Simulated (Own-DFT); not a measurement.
# Computed records: SiC (4H silicon carbide, atoms displaced)

Computed with Own-DFT development build. A calculation, not a measurement: plane-wave PBE density functional theory by an unreviewed code, no spin, of a simulated periodic cell, stress positive in tension, free energy of the whole cell less one offset for each atom, forces on such cells passed a denser k mesh, this cell's mesh not checked; offsets are fitted by least squares, one for each functional and potential file, so energies compare only between cells with the same atoms and settings and are not formation energies; the far tail of each file's local potential was reset to the Coulomb form; each entry is a single point on an unrelaxed cell, so the pressure reflects the starting lattice, mostly measured values (interpolated for alloys), from which strain is counted, and rises with the displacements; printed positions are rounded, which can move forces by about a meV/angstrom; the program, named Own-DFT, is a retired in-house code; no spin-orbit coupling.

Common to all runs: functional PBE; potential files PseudoDojo norm-conserving, scalar-relativistic, standard set; wave cutoff 42 hartree; occupations Fermi-Dirac; smearing width 0.1 eV; hardware one NVIDIA H100; k mesh 4 x 4 x 3 centred on Gamma.

(1) SiC (4H silicon carbide, atoms displaced)

```
cell vectors (Å)
   9.2481     0.0000     0.0000
  -4.6241     8.0091     0.0000
   0.0000     0.0000    10.0681
atoms (fractions of the cell vectors)
Si  0.00076  0.00221  0.40260
Si  0.11639  0.22659  0.15545
C   0.99906  0.00467  0.09801
C   0.11586  0.23026  0.33874
Si  0.99761  0.32751  0.40467
Si  0.11487  0.55471  0.15304
C   0.00113  0.33306  0.08884
C   0.11148  0.55673  0.34468
Si  0.99720  0.66310  0.40089
Si  0.10500  0.88456  0.15758
C   0.00597  0.66788  0.09584
C   0.10316  0.88292  0.34069
Si  0.33436  0.00303  0.41015
Si  0.44600  0.22468  0.15136
C   0.33458  0.00060  0.09572
C   0.44288  0.22812  0.34159
Si  0.32876  0.33604  0.40363
Si  0.44394  0.55332  0.15368
C   0.33387  0.33647  0.09826
C   0.44680  0.55351  0.34264
Si  0.33749  0.66494  0.40978
Si  0.45206  0.88815  0.15177
C   0.33628  0.66876  0.09553
C   0.44037  0.88206  0.34240
Si  0.66226  0.99569  0.40848
Si  0.77503  0.22368  0.15115
C   0.66763  0.00577  0.09729
C   0.77710  0.21825  0.34530
Si  0.65911  0.32629  0.40857
Si  0.77972  0.55632  0.16288
C   0.66196  0.33228  0.10094
C   0.77757  0.56075  0.34079
Si  0.66624  0.66379  0.40679
Si  0.77989  0.88979  0.15345
C   0.66490  0.66200  0.09166
C   0.77518  0.88411  0.34277
Si  0.00361  0.00184  0.90421
Si  0.88268  0.77364  0.65353
C   0.00047  0.00079  0.59363
C   0.89281  0.78124  0.84420
Si  0.00181  0.66715  0.90622
Si  0.88622  0.43969  0.65678
C   0.00358  0.66326  0.59135
C   0.89589  0.44749  0.84080
Si  0.99647  0.32619  0.90587
Si  0.88545  0.10888  0.65474
C   0.00676  0.33748  0.59355
C   0.89101  0.11451  0.84119
Si  0.66703  0.00373  0.90533
Si  0.55423  0.77613  0.65961
C   0.67138  0.00222  0.59474
C   0.55412  0.78026  0.84886
Si  0.67063  0.66678  0.90945
Si  0.55160  0.44287  0.65556
C   0.66884  0.67109  0.59046
C   0.55839  0.44860  0.84379
Si  0.66691  0.33529  0.90764
Si  0.55315  0.10700  0.65478
C   0.66719  0.33016  0.58920
C   0.55428  0.11788  0.84386
Si  0.32925  0.00079  0.90926
Si  0.22167  0.78317  0.65857
C   0.33683  0.00714  0.59251
C   0.22413  0.77328  0.84372
Si  0.33385  0.66443  0.90741
Si  0.22407  0.44654  0.65703
C   0.33087  0.66869  0.59636
C   0.22524  0.44355  0.84300
Si  0.33921  0.33532  0.90340
Si  0.22050  0.11035  0.65615
C   0.32835  0.33462  0.59444
C   0.22290  0.10974  0.84228
```

It finds free energy of cell above offsets -10.918 eV; pressure 3.59 GPa; stress xx -3.2 GPa; stress yy -2.99 GPa; stress zz -4.58 GPa; stress yz -0.62 GPa; stress xz -0.13 GPa; stress xy -0.54 GPa; wall time 365 s.

Force:
```tsv
element	x (eV/Å)	y (eV/Å)	z (eV/Å)
Si	-0.17	-0.34	0.183
Si	-0.927	-0.37	-0.247
C	0.953	-0.453	-1.382
C	-0.43	-1.44	0.731
Si	-0.422	1.47	0.332
Si	-0.269	0.129	1.057
C	-0.294	-0.012	0.723
C	0.586	-0.872	-0.536
Si	0.319	0.251	1.041
Si	0.869	1.138	-0.313
C	-1.032	-0.722	-0.725
C	0.818	1.2	1.13
Si	-0.327	-0.657	-2.154
Si	-0.882	-0.867	1.544
C	-0.315	-0.266	-0.252
C	0.129	-1.143	0.416
Si	1.152	-0.077	0.598
Si	0.066	0.87	0.758
C	0.594	-0.595	-1.947
C	-0.477	0.521	0.222
Si	-1.044	-0.125	-0.665
Si	-1.886	0.224	1.336
C	0.326	-0.561	-0.802
C	0.025	1.108	0.513
Si	0.416	-0.039	-0.965
Si	0.886	0.261	1.713
C	1.082	-0.715	-1.574
C	-0.653	0.117	-0.477
Si	0.788	1.122	-1.507
Si	-0.04	0.021	-1.797
C	1.029	1.063	-1.81
C	0.495	-1.568	1.757
Si	-0.268	0.594	-0.679
Si	-0.783	-0.288	0.704
C	0.387	0.756	0.673
C	-0.185	0.725	0.166
Si	-0.74	0.141	0.612
Si	1.746	0.646	0.116
C	-0.163	-0.386	-0.395
C	-0.248	-0.55	-0.098
Si	0.223	-0.011	-0.007
Si	0.673	0.75	-0.925
C	-1.456	0.362	0.147
C	-1.072	-0.778	1.146
Si	0.561	1.768	-0.671
Si	1.228	1.249	-0.03
C	-0.836	-1.215	-0.145
C	-0.132	-1.349	0.339
Si	-0.115	0.065	0.256
Si	-0.188	0.414	-0.216
C	-1.205	-1.041	0.053
C	1.018	-0.189	-0.461
Si	-0.563	0.65	-0.81
Si	0.618	0.217	-0.479
C	-0.697	-1.303	0.852
C	0.372	-0.252	-0.138
Si	0.553	0.549	-0.05
Si	0.397	1.074	0.43
C	-0.788	0.193	1.448
C	0.392	-0.966	0.061
Si	1.11	-0.612	-0.27
Si	0.35	-0.745	-0.653
C	-0.326	-1.007	0.616
C	-0.725	1.145	0.528
Si	-0.077	-0.134	-0.009
Si	-0.548	0.18	0.148
C	0.793	0.286	-0.042
C	-0.277	-0.212	0.571
Si	-0.939	-0.208	0.674
Si	-0.23	0.513	-0.288
C	0.916	-0.248	-0.468
C	-0.143	0.542	0.392
```

(2) SiC (4H silicon carbide, atoms displaced)

```
cell vectors (Å)
   9.2481     0.0000     0.0000
  -4.6241     8.0091     0.0000
   0.0000     0.0000    10.0681
atoms (fractions of the cell vectors)
Si  0.99220  0.00252  0.40411
Si  0.10560  0.22045  0.15976
C   0.99615  0.99663  0.08954
C   0.10942  0.21858  0.34760
Si  0.99454  0.33227  0.40586
Si  0.10892  0.55702  0.15513
C   0.99718  0.33350  0.09463
C   0.11570  0.55336  0.34199
Si  0.00355  0.66866  0.40273
Si  0.11544  0.89316  0.15222
C   0.00253  0.66664  0.09243
C   0.10726  0.88979  0.34248
Si  0.33037  0.99925  0.40658
Si  0.44347  0.22398  0.15179
C   0.33195  0.00166  0.09301
C   0.44613  0.21869  0.34344
Si  0.33822  0.33835  0.40353
Si  0.44385  0.55586  0.15001
C   0.33801  0.33604  0.09586
C   0.45029  0.55800  0.33562
Si  0.32771  0.66117  0.40285
Si  0.44346  0.89114  0.16103
C   0.33019  0.66100  0.09820
C   0.44830  0.88798  0.34160
Si  0.66891  0.00646  0.40430
Si  0.77473  0.21625  0.15154
C   0.66779  0.00301  0.09551
C   0.78309  0.22030  0.34220
Si  0.66648  0.33266  0.40783
Si  0.77721  0.55461  0.15660
C   0.67259  0.33347  0.09045
C   0.77846  0.55251  0.34355
Si  0.66822  0.66426  0.40383
Si  0.78339  0.89694  0.15468
C   0.66899  0.66672  0.09572
C   0.77607  0.88597  0.34555
Si  0.00037  0.99700  0.90667
Si  0.88917  0.77964  0.65396
C   0.99482  0.00024  0.59652
C   0.89119  0.78003  0.84008
Si  0.99373  0.66558  0.90428
Si  0.88998  0.44245  0.65859
C   0.00313  0.66879  0.59297
C   0.88724  0.44099  0.84316
Si  0.00375  0.33459  0.90764
Si  0.89012  0.11451  0.64826
C   0.00227  0.33125  0.59105
C   0.88572  0.10935  0.84630
Si  0.66341  0.99614  0.90586
Si  0.55420  0.77974  0.65833
C   0.66913  0.99924  0.59041
C   0.55045  0.77517  0.84636
Si  0.66890  0.66576  0.90549
Si  0.55548  0.44090  0.65469
C   0.66342  0.66492  0.59485
C   0.56477  0.45076  0.84303
Si  0.66321  0.33419  0.90822
Si  0.55271  0.11288  0.65162
C   0.66715  0.32958  0.59321
C   0.55638  0.11700  0.84189
Si  0.33447  0.00036  0.90627
Si  0.22041  0.77849  0.65781
C   0.34018  0.00347  0.59263
C   0.22696  0.78681  0.84236
Si  0.33710  0.67001  0.90466
Si  0.21839  0.44092  0.65131
C   0.33273  0.66760  0.59310
C   0.22301  0.44275  0.84557
Si  0.33473  0.33853  0.90949
Si  0.22127  0.11197  0.65592
C   0.33183  0.33256  0.59679
C   0.22697  0.11295  0.84049
```

Results for SiC (4H silicon carbide, atoms displaced): free energy of cell above offsets -10.995 eV; pressure 3.62 GPa; stress xx -2.95 GPa; stress yy -3.85 GPa; stress zz -4.04 GPa; stress yz 0.1 GPa; stress xz -0.77 GPa; stress xy -0.62 GPa; wall time 452.4 s.

Force:
```tsv
element	x (eV/Å)	y (eV/Å)	z (eV/Å)
Si	1.552	-0.933	0.988
Si	0.722	0.336	-0.64
C	0.905	0.987	0.78
C	-0.213	1.217	-0.569
Si	1.567	0.351	-0.313
Si	0.632	-0.677	0.023
C	0.493	-0.046	-0.019
C	-1.753	-0.137	0.049
Si	-0.095	-0.303	0.428
Si	-0.864	-0.875	0.732
C	-0.86	0.46	-0.053
C	0.308	0.239	-0.024
Si	0.509	-0.272	-0.4
Si	1.176	-0.068	0.97
C	0.71	0.12	-0.16
C	-0.506	0.645	-0.27
Si	0.026	-0.759	0.279
Si	0.686	0.316	0.943
C	-1.263	-0.635	-0.487
C	-0.717	-0.444	1.3
Si	1.834	1.206	0.453
Si	0.362	-0.611	-1.219
C	-0.374	1.475	-1.399
C	-1.195	0.108	1.201
Si	0.355	-1.785	0.231
Si	0.156	1.531	0.832
C	-0.378	-1.385	-0.748
C	-1.661	0.576	-0.356
Si	0.454	-0.35	-0.725
Si	0.477	0.059	-0.201
C	-1.242	-0.097	0.867
C	0.226	0.158	0.197
Si	-0.436	0.258	0.467
Si	-0.619	-1.787	0.643
C	-0.295	0.547	-0.834
C	-0.496	0.609	-0.779
Si	-0.258	1.098	-1.27
Si	-0.199	-0.482	-0.117
C	1.168	0.065	-1.152
C	-0.434	-0.343	0.566
Si	1.438	0.055	-0.115
Si	-0.128	0.33	-0.589
C	-0.508	-0.456	-0.22
C	0.124	0.528	0.466
Si	-0.667	-0.672	-0.207
Si	-0.369	-0.858	2.249
C	-1.088	0.653	-0.06
C	0.528	0.168	-0.755
Si	-0.21	1.181	-0.127
Si	0.296	-0.407	-0.732
C	-0.973	0.427	0.365
C	1.303	0.481	-0.355
Si	-0.144	0.81	0.243
Si	-0.184	0.614	0.326
C	0.332	-0.012	-0.437
C	-1.265	-0.928	0.165
Si	1.153	-0.097	-0.899
Si	1.59	-0.439	1.133
C	-0.054	0.944	-0.195
C	0.301	-1.021	0.252
Si	-0.005	0.917	-0.465
Si	0.698	0.448	-0.59
C	-1.845	-0.859	-0.271
C	-0.217	-1.819	0.597
Si	-1.523	-0.836	0.761
Si	0.77	0.961	1.204
C	-0.159	-0.384	-0.149
C	-0.43	0.76	-0.643
Si	0.913	-0.835	-0.954
Si	0.195	-0.396	-0.299
C	0.385	0.203	-1.183
C	-0.716	0.168	1.271
```

(3) SiC (4H silicon carbide, atoms displaced)

```
cell vectors (Å)
   9.2481     0.0000     0.0000
  -4.6241     8.0091     0.0000
   0.0000     0.0000    10.0681
atoms (fractions of the cell vectors)
Si  0.99941  0.00537  0.40868
Si  0.11013  0.21978  0.15784
C   0.99951  0.99895  0.09766
C   0.11044  0.21431  0.34584
Si  0.00104  0.33201  0.40738
Si  0.11471  0.55869  0.16030
C   0.00672  0.33467  0.09095
C   0.11779  0.56256  0.34118
Si  0.99820  0.67005  0.40983
Si  0.11256  0.89184  0.15473
C   0.00296  0.66905  0.09386
C   0.11547  0.89393  0.34341
Si  0.32792  0.99785  0.40671
Si  0.44290  0.22087  0.15476
C   0.33492  0.99640  0.09169
C   0.45214  0.22690  0.34461
Si  0.33290  0.33134  0.41157
Si  0.44219  0.55983  0.15431
C   0.33044  0.32933  0.09721
C   0.43988  0.55724  0.34050
Si  0.33439  0.66787  0.40302
Si  0.44404  0.88558  0.15704
C   0.33692  0.66723  0.09764
C   0.44529  0.88640  0.34266
Si  0.65938  0.99612  0.40711
Si  0.77744  0.21865  0.15486
C   0.66289  0.99684  0.09382
C   0.78025  0.22019  0.34192
Si  0.67098  0.33471  0.40475
Si  0.77838  0.55826  0.15450
C   0.67012  0.33342  0.09284
C   0.77951  0.55788  0.34330
Si  0.66536  0.66094  0.40852
Si  0.77813  0.88850  0.15859
C   0.66417  0.66757  0.08884
C   0.77810  0.89190  0.34529
Si  0.00182  0.00127  0.90436
Si  0.89257  0.77924  0.66162
C   0.99962  0.00031  0.59357
C   0.88781  0.77665  0.84646
Si  0.00034  0.66732  0.90670
Si  0.88965  0.44508  0.65719
C   0.99484  0.66456  0.59227
C   0.89073  0.44531  0.84950
Si  0.99776  0.33233  0.90807
Si  0.88913  0.10767  0.65358
C   0.99803  0.33732  0.59478
C   0.89095  0.11568  0.84504
Si  0.66230  0.99585  0.90407
Si  0.55543  0.78159  0.65749
C   0.66993  0.00387  0.59509
C   0.55416  0.77743  0.84568
Si  0.66628  0.66742  0.90061
Si  0.55752  0.44597  0.65271
C   0.66823  0.66554  0.59198
C   0.55355  0.43921  0.84487
Si  0.66488  0.33502  0.90819
Si  0.55785  0.11623  0.65284
C   0.66591  0.33698  0.60020
C   0.55384  0.10876  0.84302
Si  0.33419  0.00260  0.91072
Si  0.22524  0.77975  0.65240
C   0.34133  0.99593  0.59183
C   0.22301  0.78065  0.84452
Si  0.32799  0.66413  0.90903
Si  0.22142  0.44870  0.65520
C   0.33726  0.66663  0.59190
C   0.22714  0.44579  0.84887
Si  0.32875  0.32785  0.90468
Si  0.22517  0.11166  0.65882
C   0.33276  0.32828  0.59288
C   0.22265  0.11586  0.84669
```

The calculation gives: free energy of cell above offsets -11.210 eV; pressure 3.57 GPa; stress xx -3.04 GPa; stress yy -3.29 GPa; stress zz -4.38 GPa; stress yz -0.04 GPa; stress xz -0.51 GPa; stress xy 0.06 GPa; wall time 366.5 s.

Force:
```tsv
element	x (eV/Å)	y (eV/Å)	z (eV/Å)
Si	0.489	-1.833	-0.457
Si	0.148	0.167	-0.02
C	-0.079	0.112	-1.117
C	-0.473	2.116	0.051
Si	0.081	0.491	-0.616
Si	-0.291	-0.456	-1.29
C	-0.939	-0.131	1.313
C	-1.125	-1.109	1.556
Si	0.723	0.047	-1.43
Si	0.264	-0.456	0.4
C	-0.139	-0.063	0.135
C	-1.158	-0.662	0.346
Si	1.589	0.887	-0.54
Si	0.691	0.304	0.463
C	-0.5	0.485	1.033
C	-0.843	-0.882	0.127
Si	0.182	0.309	-1.883
Si	1.571	-1.426	0.227
C	0.068	0.59	-0.819
C	1.252	-0.71	0.982
Si	0.151	0.02	0.534
Si	0.065	0.556	-0.078
C	-1.405	0.167	-1.081
C	-1.125	0.496	0.327
Si	1.216	0.68	-0.199
Si	0.287	0.506	-0.239
C	0.576	0.223	-0.276
C	-0.371	0.159	0.637
Si	0.121	-0.001	0.368
Si	-0.001	-0.217	-0.136
C	-0.621	0.01	0.462
C	0.118	-0.296	-0.005
Si	-0.804	1.159	-1.051
Si	-0.38	-0.173	-0.416
C	0.403	-0.05	0.58
C	0.039	-0.886	0.429
Si	-0.789	0.023	0.995
Si	-0.71	-0.265	-1.128
C	0.828	-0.155	0.6
C	0.288	0.473	-0.311
Si	0.341	-0.057	0.276
Si	-0.552	0.065	0.837
C	0.991	0.689	0.844
C	-0.41	0.087	-0.979
Si	0.766	0.55	-0.313
Si	-0.385	1.219	0.958
C	0.871	-0.714	-0.288
C	-0.049	-1.219	-0.461
Si	0.353	0.908	0.529
Si	0.639	-0.466	-0.19
C	-0.404	-0.369	-0.422
C	-0.25	-0.371	-0.595
Si	-0.33	-0.75	0.955
Si	-0.726	-0.122	1.232
C	-0.361	0.66	1.021
C	-0.602	0.886	-0.564
Si	0.882	-0.705	-0.406
Si	0.566	-0.509	1.197
C	1.02	-0.255	-1.801
C	-0.188	0.568	0.07
Si	0.316	-0.257	-1.366
Si	-0.052	-0.878	0.834
C	-1.887	0.827	0.13
C	-0.176	-0.218	-0.308
Si	0.642	0.608	-0.088
Si	0.771	-0.736	0.69
C	-0.691	0.237	-0.123
C	-1.188	-0.283	-1.155
Si	0.539	1.687	1.274
Si	0.141	-0.595	-0.457
C	-0.495	0.969	0.837
C	0.509	-1.665	-0.641
```
